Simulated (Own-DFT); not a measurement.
Simulation results for SiC (4H silicon carbide, atoms displaced)

All values are calculated (Own-DFT development build). A calculation, not a measurement: plane-wave PBE density functional theory by an unreviewed code, no spin, of a simulated periodic cell, stress positive in tension, free energy of the whole cell less one offset for each atom, forces on such cells passed a denser k mesh, this cell's mesh not checked; offsets are fitted by least squares, one for each functional and potential file, so energies compare only between cells with the same atoms and settings and are not formation energies; the far tail of each file's local potential was reset to the Coulomb form; each entry is a single point on an unrelaxed cell, so the pressure reflects the starting lattice, mostly measured values (interpolated for alloys), from which strain is counted, and rises with the displacements; printed positions are rounded, which can move forces by about a meV/angstrom; the program, named Own-DFT, is a retired in-house code; no spin-orbit coupling.

Common to all runs: functional PBE; potential files PseudoDojo norm-conserving, scalar-relativistic, standard set; wave cutoff 42 hartree; occupations Fermi-Dirac; smearing width 0.1 eV; hardware one NVIDIA H100; k mesh 5 x 5 x 3 centred on Gamma.

(1) SiC (4H silicon carbide, atoms displaced)

```
CELL_PARAMETERS angstrom
6.16540 0.00000 0.00000
-3.08270 5.33940 0.00000
0.00000 0.00000 10.06810
ATOMIC_POSITIONS crystal
Si 0.01422 0.00099 0.40474
Si 0.16562 0.33328 0.15344
C 0.00912 0.00841 0.09433
C 0.16841 0.33491 0.34581
Si 0.99257 0.49294 0.40609
Si 0.16954 0.83633 0.15323
C 0.99961 0.50287 0.09699
C 0.17407 0.83665 0.34144
Si 0.49526 0.98936 0.40742
Si 0.67531 0.32328 0.15202
C 0.50127 0.00371 0.09112
C 0.66961 0.33393 0.34279
Si 0.49176 0.48479 0.40654
Si 0.66496 0.83159 0.16105
C 0.50104 0.49972 0.09236
C 0.65998 0.82815 0.34432
Si 0.99757 0.00384 0.90591
Si 0.82811 0.65837 0.65531
C 0.99746 0.99609 0.59380
C 0.83609 0.67009 0.83755
Si 0.00587 0.50371 0.90989
Si 0.83866 0.16929 0.65806
C 0.00058 0.50225 0.59377
C 0.83259 0.17311 0.84634
Si 0.49659 0.99461 0.90507
Si 0.34111 0.67506 0.65765
C 0.50064 0.00052 0.59083
C 0.32668 0.67380 0.84024
Si 0.50219 0.51189 0.90854
Si 0.33873 0.16861 0.65618
C 0.50018 0.50832 0.59045
C 0.33418 0.16624 0.84484
```

- free energy of cell above offsets: -4.813 eV
- pressure: 3.57 GPa
- stress xx: -2.73 GPa
- stress yy: -2.81 GPa
- stress zz: -5.17 GPa
- stress yz: -0.92 GPa
- stress xz: 0.43 GPa
- stress xy: -0.3 GPa
- wall time: 117.3 s

Force:
| element | x (eV/Å) | y (eV/Å) | z (eV/Å) |
| --- | --- | --- | --- |
| Si | -2.009 | -0.387 | 0.361 |
| Si | 0.775 | 0.57 | 1.008 |
| C | -0.968 | -1.205 | -0.292 |
| C | -0.427 | -0.634 | -0.823 |
| Si | 0.73 | 0.886 | 0.176 |
| Si | -0.03 | 0.383 | 0.73 |
| C | 0.917 | 0.185 | -0.944 |
| C | -0.38 | -1.025 | 0.045 |
| Si | 0.626 | 1.11 | -0.569 |
| Si | -2.237 | 1.241 | 1.051 |
| C | 0.622 | -1.342 | -0.007 |
| C | -0.283 | -1.149 | -0.191 |
| Si | 0.334 | 1.815 | -0.554 |
| Si | 0.343 | 0.054 | -0.891 |
| C | 0.305 | 0.202 | 0.482 |
| C | 1.234 | -0.121 | 0.505 |
| Si | 0.649 | -0.192 | -0.404 |
| Si | 0.145 | 1.079 | -0.627 |
| C | 0.6 | 0.305 | -0.076 |
| C | -0.385 | -0.124 | 2.037 |
| Si | -1.388 | 0.007 | -0.898 |
| Si | -0.2 | -0.106 | -0.624 |
| C | 0.446 | -0.24 | -0.054 |
| C | 0.309 | -0.435 | -0.107 |
| Si | -0.285 | 1.462 | 0.038 |
| Si | -0.949 | -0.622 | -1.116 |
| C | 0.325 | 0.465 | 0.897 |
| C | 1.345 | -0.708 | 1.046 |
| Si | 0.601 | -1.017 | -1.096 |
| Si | -0.868 | -0.048 | 0.048 |
| C | 0.417 | -1.181 | 0.802 |
| C | -0.314 | 0.773 | 0.047 |

(2) SiC (4H silicon carbide, atoms displaced)

```
CELL_PARAMETERS angstrom
6.16540 0.00000 0.00000
-3.08270 5.33940 0.00000
0.00000 0.00000 10.06810
ATOMIC_POSITIONS crystal
Si 0.98942 0.00313 0.41038
Si 0.16120 0.33626 0.15636
C 0.99886 0.99470 0.09201
C 0.16551 0.33800 0.34280
Si 0.99650 0.49515 0.40985
Si 0.16807 0.83249 0.15620
C 0.00694 0.50459 0.09622
C 0.16066 0.82762 0.34180
Si 0.50855 0.99751 0.40958
Si 0.65728 0.33382 0.15761
C 0.50233 0.99554 0.09881
C 0.66328 0.33528 0.34417
Si 0.50500 0.50470 0.40614
Si 0.67699 0.83918 0.15212
C 0.50131 0.49479 0.09125
C 0.66608 0.83251 0.34319
Si 0.00177 0.00847 0.90429
Si 0.84404 0.66058 0.64921
C 0.99029 0.00556 0.59125
C 0.84310 0.67796 0.84447
Si 0.00170 0.50376 0.90552
Si 0.83289 0.16401 0.65443
C 0.99261 0.49580 0.59086
C 0.82924 0.16463 0.84427
Si 0.49303 0.00193 0.90229
Si 0.33026 0.66601 0.65699
C 0.49926 0.99255 0.59312
C 0.32853 0.66388 0.84510
Si 0.50479 0.50378 0.90500
Si 0.33251 0.15959 0.65939
C 0.50356 0.50249 0.59065
C 0.33141 0.16663 0.83960
```

* free energy of cell above offsets: -4.588 eV
* pressure: 3.88 GPa
* stress xx: -4.06 GPa
* stress yy: -2.23 GPa
* stress zz: -5.34 GPa
* stress yz: 0.07 GPa
* stress xz: 0.41 GPa
* stress xy: 1.56 GPa
* wall time: 116.5 s

Force:
| element | x (eV/Å) | y (eV/Å) | z (eV/Å) |
| --- | --- | --- | --- |
| Si | 1.949 | -0.028 | -1.899 |
| Si | 1.047 | -0.501 | -0.001 |
| C | 0.489 | 1.273 | -0.262 |
| C | 0.333 | -0.465 | 0.616 |
| Si | -0.223 | 0.866 | -2.141 |
| Si | 0.06 | 0.062 | 0.458 |
| C | -1.342 | -0.602 | -0.996 |
| C | 0.054 | 0.775 | 1.56 |
| Si | -2.173 | 0.046 | -1.548 |
| Si | 1.861 | -0.381 | -0.035 |
| C | -0.663 | 0.8 | -1.57 |
| C | 0.532 | -0.566 | 0.513 |
| Si | -0.741 | -0.738 | -0.3 |
| Si | -0.734 | -1.168 | 0.784 |
| C | -1.109 | 0.756 | 0.107 |
| C | 0.204 | 0.158 | -0.323 |
| Si | 0.096 | -0.603 | 0.388 |
| Si | -2.969 | 1.423 | 1.533 |
| C | 2.26 | -0.962 | 0.884 |
| C | -0.209 | -0.903 | -0.883 |
| Si | -0.427 | -0.429 | 0.8 |
| Si | -0.92 | 0.157 | 1.029 |
| C | 1.786 | -0.372 | 0.643 |
| C | -0.278 | 0.693 | -0.39 |
| Si | 0.936 | -0.43 | 1.382 |
| Si | 0.817 | -0.704 | -0.241 |
| C | -0.488 | 0.528 | 0.617 |
| C | 0.488 | 0.36 | -0.444 |
| Si | 0.097 | 0.027 | -0.262 |
| Si | -0.616 | 0.974 | -2.197 |
| C | -0.048 | -0.63 | 1.047 |
| C | -0.069 | 0.585 | 1.132 |

(3) SiC (4H silicon carbide, atoms displaced)

```
CELL_PARAMETERS angstrom
6.16540 0.00000 0.00000
-3.08270 5.33940 0.00000
0.00000 0.00000 10.06810
ATOMIC_POSITIONS crystal
Si 0.00998 0.01369 0.40253
Si 0.16019 0.33101 0.15303
C 0.00320 0.00251 0.09424
C 0.17005 0.32858 0.34292
Si 0.00308 0.50030 0.40855
Si 0.16846 0.84105 0.15309
C 0.99507 0.48925 0.09652
C 0.17127 0.83399 0.34473
Si 0.49522 0.98550 0.41089
Si 0.66413 0.33500 0.15657
C 0.49992 0.99507 0.09550
C 0.67192 0.33848 0.34581
Si 0.48734 0.49043 0.40611
Si 0.65863 0.83412 0.15815
C 0.50153 0.49805 0.09459
C 0.66721 0.83391 0.33798
Si 0.98544 0.99485 0.90490
Si 0.84073 0.67929 0.65248
C 0.99691 0.99936 0.59376
C 0.84070 0.66755 0.84609
Si 0.00809 0.50146 0.90514
Si 0.83231 0.17785 0.66158
C 0.99404 0.49427 0.59492
C 0.84029 0.17528 0.84252
Si 0.49359 0.99129 0.90698
Si 0.31633 0.65777 0.65708
C 0.49604 0.99890 0.59600
C 0.34515 0.66940 0.84294
Si 0.49985 0.50049 0.90376
Si 0.34150 0.17620 0.65213
C 0.50406 0.49953 0.59464
C 0.33592 0.17154 0.84205
```

* free energy of cell above offsets: -4.472 eV
* pressure: 3.91 GPa
* stress xx: -2.82 GPa
* stress yy: -4.73 GPa
* stress zz: -4.17 GPa
* stress yz: 0.3 GPa
* stress xz: -1.3 GPa
* stress xy: 0.72 GPa
* wall time: 116.3 s

Force:
| element | x (eV/Å) | y (eV/Å) | z (eV/Å) |
| --- | --- | --- | --- |
| Si | -0.479 | -2.715 | 0.825 |
| Si | 1.249 | 0.2 | 0.541 |
| C | -1.107 | -0.471 | -0.498 |
| C | -1.319 | 1.19 | -0.428 |
| Si | -0.502 | -0.123 | -0.927 |
| Si | 0.384 | -1.46 | 0.872 |
| C | -0.443 | 1.62 | -0.982 |
| C | -0.514 | -0.071 | -0.097 |
| Si | 0.303 | 1.813 | -1.018 |
| Si | 0.432 | -0.472 | 0.502 |
| C | -0.808 | 0.781 | -0.889 |
| C | -0.3 | -1.075 | 0.194 |
| Si | 2.114 | 1.508 | -0.124 |
| Si | 1.457 | -0.612 | -0.742 |
| C | -0.907 | 0.393 | -0.584 |
| C | 0.178 | -0.348 | 2.094 |
| Si | 1.94 | 0.963 | 0.157 |
| Si | -0.343 | -1.189 | 0.954 |
| C | 0.012 | 1.768 | -0.586 |
| C | -0.565 | -0.165 | -0.792 |
| Si | -0.377 | 0.191 | 0.898 |
| Si | 0.459 | -2.149 | -1.247 |
| C | -0.291 | 0.986 | -0.325 |
| C | -0.891 | -0.865 | 0.935 |
| Si | -0.006 | 1.886 | -0.224 |
| Si | 2.031 | 1.094 | -0.15 |
| C | 0.417 | -0.44 | 0.117 |
| C | -1.262 | -0.467 | 0.061 |
| Si | 1.176 | -0.509 | 0.721 |
| Si | -0.73 | -1.321 | 1.005 |
| C | -1.04 | 1.012 | -0.532 |
| C | -0.271 | -0.954 | 0.269 |
